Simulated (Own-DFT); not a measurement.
# Computed records: Al32O47 (corundum with one vacancy, atoms displaced)

A calculation, not a measurement: plane-wave PBE density functional theory by an unreviewed code, no spin, of a simulated periodic cell, stress positive in tension, free energy of the whole cell less one offset for each atom, defect cell not probed for a lower state with spin; oxygen file: force components 24 meV/angstrom off all-electron in one glass; forces on such cells passed a denser k mesh, this cell's mesh not checked; offsets are fitted by least squares, one for each functional and potential file, so energies compare only between cells with the same atoms and settings and are not formation energies; the far tail of each file's local potential was reset to the Coulomb form; each entry is a single point on an unrelaxed cell, so the pressure reflects the starting lattice, mostly measured values, from which strain is counted, and rises with the displacements; printed positions are rounded, which can move forces by about a meV/angstrom; the program is a retired in-house code; no spin-orbit coupling; before rounding, a Quantum ESPRESSO 7.3.1 run of the same cell and cutoff gave forces within 1 meV/angstrom rms on each cell, which checks the program and not the settings. Program: Own-DFT development build.

Settings shared by all entries: functional PBE; potential files PseudoDojo norm-conserving, scalar-relativistic, standard set; wave cutoff 72 hartree; occupations Fermi-Dirac; smearing width 0.1 eV; k mesh 3 x 3 x 3 centred on Gamma.

(1) Al32O47 (corundum with one vacancy, atoms displaced)

```
Al32O47
1.0
      5.4940     0.0000     8.6604
     -2.7470     4.7579     8.6604
     -2.7470    -4.7579     8.6604
Al O Al O Al O Al O Al O Al O Al O Al O
4 6 4 6 4 5 4 6 4 6 4 6 4 6 4 6
Direct
  0.17908 0.16866 0.18918
  0.32736 0.32342 0.32588
  0.42995 0.42491 0.43099
  0.07596 0.07114 0.07211
  0.28627 0.46769 0.11861
  0.47623 0.12575 0.27275
  0.12400 0.28060 0.46944
  0.21935 0.03256 0.37093
  0.02680 0.37215 0.22062
  0.37225 0.22694 0.02623
  0.17475 0.17748 0.68571
  0.33028 0.32837 0.81796
  0.42993 0.42179 0.93444
  0.06605 0.06807 0.59242
  0.26704 0.47245 0.62460
  0.46297 0.12586 0.77810
  0.12942 0.27371 0.96776
  0.21783 0.03639 0.86913
  0.03274 0.37381 0.72411
  0.37711 0.21691 0.53512
  0.16621 0.67915 0.18735
  0.32026 0.82932 0.32912
  0.41658 0.94169 0.42056
  0.07222 0.58738 0.06162
  0.28812 0.96467 0.11241
  0.47609 0.61854 0.27364
  0.11827 0.77843 0.47767
  0.23698 0.52855 0.36922
  0.02275 0.87609 0.22864
  0.17987 0.67024 0.67577
  0.32147 0.83164 0.81705
  0.41672 0.93099 0.93441
  0.07888 0.56985 0.58015
  0.26736 0.98220 0.62183
  0.47594 0.61423 0.78912
  0.12216 0.77752 0.98034
  0.21112 0.52656 0.89030
  0.02888 0.87377 0.72400
  0.37800 0.71466 0.52525
  0.66784 0.18068 0.17560
  0.82220 0.31376 0.32810
  0.93747 0.41742 0.42538
  0.57666 0.07709 0.06906
  0.77476 0.47207 0.12834
  0.96836 0.12621 0.27792
  0.60805 0.28632 0.47565
  0.72117 0.03610 0.37577
  0.52798 0.37669 0.21990
  0.85913 0.22774 0.04268
  0.68277 0.17212 0.67051
  0.82028 0.32321 0.83489
  0.92929 0.42008 0.92495
  0.59016 0.06608 0.57740
  0.77508 0.47338 0.63280
  0.96975 0.12637 0.77968
  0.61325 0.29176 0.97271
  0.72408 0.03031 0.86765
  0.51546 0.38802 0.72245
  0.88493 0.21495 0.52664
  0.68242 0.67015 0.17922
  0.81918 0.81899 0.32679
  0.93107 0.93222 0.42349
  0.57505 0.57538 0.07348
  0.77042 0.98699 0.12083
  0.97523 0.62317 0.27833
  0.62128 0.78433 0.47625
  0.70945 0.53954 0.37922
  0.53014 0.87568 0.22177
  0.88551 0.71359 0.02659
  0.66680 0.67514 0.67888
  0.82567 0.82693 0.82269
  0.92774 0.93048 0.91877
  0.58505 0.56127 0.57216
  0.78642 0.96421 0.62261
  0.97681 0.62782 0.77730
  0.61760 0.77911 0.97670
  0.73015 0.51532 0.88076
  0.53354 0.86810 0.72606
  0.88089 0.71984 0.52049
```

| Item | Value |
| --- | --- |
| free energy of cell above offsets | -51.861 eV |
| pressure | 9.79 GPa |
| stress xx | -10.87 GPa |
| stress yy | -9.85 GPa |
| stress zz | -8.65 GPa |
| stress yz | 1.2 GPa |
| stress xz | 0.52 GPa |
| stress xy | -0.07 GPa |

Force:
```tsv
element	x (eV/Å)	y (eV/Å)	z (eV/Å)
Al	-0.321	4.385	-1.679
Al	-0.289	0.781	0.444
Al	-1.707	1.934	-2.711
Al	-0.796	0.191	0.193
O	-2.286	-1.233	1.138
O	-1.193	-0.179	-0.078
O	0.787	-0.851	0.839
O	0.085	-2.625	1.094
O	-0.848	-0.096	0.645
O	0.966	-1.044	-0.131
Al	0.877	2.535	-0.722
Al	-1.521	-1.257	-0.679
Al	-1.902	1.693	-1.589
Al	1.295	2.114	0.285
O	1.163	-0.927	2.394
O	1.304	0.361	1.443
O	-0.341	-0.337	0.105
O	0.097	-1.913	0.184
O	-0.561	-0.376	-0.743
O	0.053	0.342	-0.671
Al	2.349	0.52	0.273
Al	1.943	-0.638	-1.808
Al	1.602	-1.45	0.316
Al	0.823	-3.497	1.787
O	-4.929	-2.629	3.093
O	-1.387	0.305	1.785
O	1.134	0.912	1.219
O	-1.642	-0.665	-0.776
O	0.275	1.005	0.021
Al	-0.496	-0.455	0.502
Al	0.442	-1.987	0.796
Al	4.301	0.904	-2.703
Al	-0.931	1.671	-1.846
O	0.969	-0.984	0.168
O	-0.927	2.027	0.079
O	-0.181	1.711	-0.433
O	2.7	2.414	-1.796
O	0.08	-0.158	-0.03
O	-0.784	0.239	0.686
Al	-0.252	-0.793	1.303
Al	-0.175	2.211	0.562
Al	-1.08	1.377	-0.283
Al	-0.653	-0.203	-0.394
O	0.77	-0.247	0.484
O	1.022	-0.14	0.596
O	3.979	-2.103	3.18
O	0.307	-0.133	-0.466
O	0.115	-0.625	-0.164
O	2.611	0.21	-0.098
Al	-1.583	0.221	0.476
Al	-0.101	0.707	-0.329
Al	-0.72	-0.027	1.426
Al	-2.015	0.139	-2.775
O	1.445	0.076	-1.391
O	-0.629	0.023	0.352
O	3.071	-1.699	0.379
O	-0.203	-0.357	0.433
O	1.912	-1.447	-1.178
O	-1.828	0.169	-1.077
Al	-0.68	0.754	-1.202
Al	-0.177	0.499	1.624
Al	0.457	-0.929	-2.797
Al	-0.914	0.184	-0.745
O	1.627	-0.755	-0.853
O	-0.348	-0.169	-0.557
O	-0.652	0.059	-1.196
O	2.931	-0.749	-0.512
O	-0.208	0.319	-0.027
O	-3.011	1.671	-0.9
Al	1.164	-0.307	1.338
Al	-0.007	-1.609	-1.119
Al	-0.664	-1.824	0.905
Al	-2.756	0.705	1.74
O	-1.357	0.56	1.205
O	-0.635	-0.644	-0.695
O	1.409	0.787	1.218
O	-0.9	1.66	0.219
O	-0.779	0.657	-0.003
O	-0.692	-0.975	0.225
```

(2) Al32O47 (corundum with one vacancy, atoms displaced)

```
Al32O47
1.0
      5.4940     0.0000     8.6604
     -2.7470     4.7579     8.6604
     -2.7470    -4.7579     8.6604
Al O Al O Al O Al O Al O Al O Al O Al O
4 6 4 5 4 6 4 6 4 6 4 6 4 6 4 6
Direct
  0.19151 0.17339 0.17228
  0.33068 0.31542 0.33066
  0.42229 0.42884 0.42961
  0.07288 0.07738 0.07467
  0.28325 0.47657 0.12274
  0.48727 0.12996 0.25930
  0.12088 0.28288 0.47235
  0.22443 0.03257 0.37264
  0.03348 0.37039 0.22274
  0.37366 0.22415 0.03558
  0.16983 0.18157 0.67935
  0.32884 0.31808 0.82816
  0.42289 0.43021 0.92537
  0.06763 0.08358 0.56989
  0.27761 0.46846 0.62920
  0.46171 0.11994 0.78580
  0.12580 0.27285 0.98083
  0.21823 0.03113 0.87343
  0.03380 0.37659 0.71653
  0.18797 0.67378 0.17356
  0.33019 0.82450 0.31553
  0.41220 0.92878 0.42768
  0.06945 0.57073 0.07982
  0.27633 0.96116 0.13115
  0.47226 0.63511 0.27577
  0.11359 0.77479 0.48428
  0.20791 0.53859 0.38527
  0.01682 0.87240 0.21974
  0.38486 0.72127 0.02293
  0.17438 0.67663 0.68775
  0.32101 0.82101 0.82447
  0.42465 0.92860 0.93228
  0.06370 0.57717 0.56832
  0.27954 0.97237 0.62123
  0.46814 0.63496 0.77073
  0.12799 0.76895 0.97909
  0.22771 0.52454 0.87446
  0.03209 0.87262 0.71602
  0.37338 0.72920 0.51843
  0.66629 0.17328 0.18249
  0.82517 0.32101 0.32300
  0.92244 0.43153 0.41316
  0.57171 0.07361 0.07674
  0.78068 0.47424 0.12286
  0.97947 0.12382 0.27327
  0.62039 0.28002 0.47492
  0.72982 0.02417 0.37434
  0.52092 0.38660 0.21917
  0.85821 0.22923 0.02927
  0.67741 0.17573 0.66860
  0.82092 0.33036 0.81006
  0.92230 0.43795 0.91641
  0.57295 0.07322 0.56871
  0.77166 0.47585 0.62457
  0.97122 0.13419 0.76846
  0.63150 0.28230 0.96100
  0.72518 0.02460 0.86999
  0.53337 0.37255 0.71777
  0.86885 0.22638 0.52782
  0.68625 0.67485 0.16496
  0.82674 0.82132 0.33114
  0.92871 0.93558 0.41890
  0.58559 0.57378 0.06896
  0.77330 0.97402 0.12657
  0.97877 0.62079 0.26915
  0.63143 0.77068 0.47270
  0.72059 0.53040 0.37234
  0.53534 0.86945 0.22322
  0.87803 0.72145 0.02904
  0.67781 0.67509 0.67656
  0.82107 0.82752 0.82044
  0.93959 0.92090 0.92109
  0.56336 0.58265 0.57517
  0.77620 0.97406 0.61901
  0.97927 0.61850 0.77678
  0.61904 0.78351 0.96990
  0.72927 0.51986 0.86621
  0.52295 0.87393 0.71983
  0.88542 0.71328 0.53564
```

| Quantity | Value |
| --- | --- |
| free energy of cell above offsets | -53.281 eV |
| pressure | 8.87 GPa |
| stress xx | -9.69 GPa |
| stress yy | -9.44 GPa |
| stress zz | -7.49 GPa |
| stress yz | -0.16 GPa |
| stress xz | -0.24 GPa |
| stress xy | 0 GPa |

Force:
```tsv
element	x (eV/Å)	y (eV/Å)	z (eV/Å)
Al	-2.201	-0.193	-1.536
Al	-1.06	0.879	-0.093
Al	-0.532	0.633	0.068
Al	-0.775	0.539	-1.379
O	0.266	-0.935	-0.276
O	-3.399	-2.29	-0.759
O	0.586	0.289	-0.357
O	-0.179	0.247	-0.462
O	-0.083	0.01	-0.577
O	1.189	0.639	-0.347
Al	1.371	0.242	-0.206
Al	-0.418	1.204	-0.948
Al	1.005	-0.09	1.132
Al	0.249	-0.436	0.451
O	0.487	-0.247	0.41
O	0.733	1.228	1.158
O	0.201	0.885	-0.143
O	-0.214	-0.716	0.101
O	-0.821	-0.644	-0.157
Al	-0.687	-0.416	-0.631
Al	-1.336	-1.835	0.148
Al	2.239	-0.087	1.551
Al	1.005	0.369	0.949
O	-0.421	1.039	0.57
O	1.453	-1.282	-1.561
O	1.321	1.891	1.046
O	3.378	0.896	-1.297
O	1.273	0.766	2.279
O	-0.694	-0.163	-0.242
Al	1.62	0.887	-2.768
Al	0.093	0.861	1.342
Al	0.174	0.003	-2.474
Al	1.869	-2.22	4.008
O	-0.828	-0.065	0
O	0.207	-1.386	-0.965
O	0.29	1.669	-0.282
O	-0.692	-0.511	0.447
O	-1.34	0.433	1.386
O	-0.563	-1.203	0.24
Al	2.4	1.799	1.362
Al	-0.104	0.261	0.051
Al	-0.916	-0.844	1.636
Al	2.322	0.533	0.309
O	0.121	0.314	-0.382
O	-0.818	-0.104	0.262
O	0.632	0.228	-0.299
O	-0.881	0.278	-0.206
O	0.379	-0.996	0.171
O	1.837	-0.379	1.69
Al	-0.727	-0.691	0.51
Al	-0.166	-1.667	1.032
Al	1.396	-2.162	-0.88
Al	-1.035	-0.382	-0.459
O	0.972	0.875	-0.626
O	0.562	-1.382	-0.687
O	-1.494	-0.33	-1.287
O	-0.412	0.09	0.071
O	-0.916	-0.257	-0.114
O	0.937	0.127	-0.195
Al	-1.751	-0.912	0.941
Al	0.39	0.399	-1.759
Al	0.584	-1.691	-0.5
Al	-1.091	-0.107	-1.347
O	1.303	-0.054	-0.377
O	-1.366	-0.596	0.714
O	-0.833	1.089	0.053
O	0.358	-0.007	-0.389
O	-0.79	1.052	-0.264
O	0.408	0.697	-0.722
Al	-0.113	0.773	-0.562
Al	0.645	0.22	0.017
Al	-2.063	0.044	0.175
Al	1.6	-0.045	0.098
O	-0.483	-0.358	0.573
O	-1.858	0.37	1.104
O	1.874	-0.446	0.844
O	-1.701	0.444	1.867
O	0.393	0.434	0.932
O	-4.365	2.498	-3.178
```
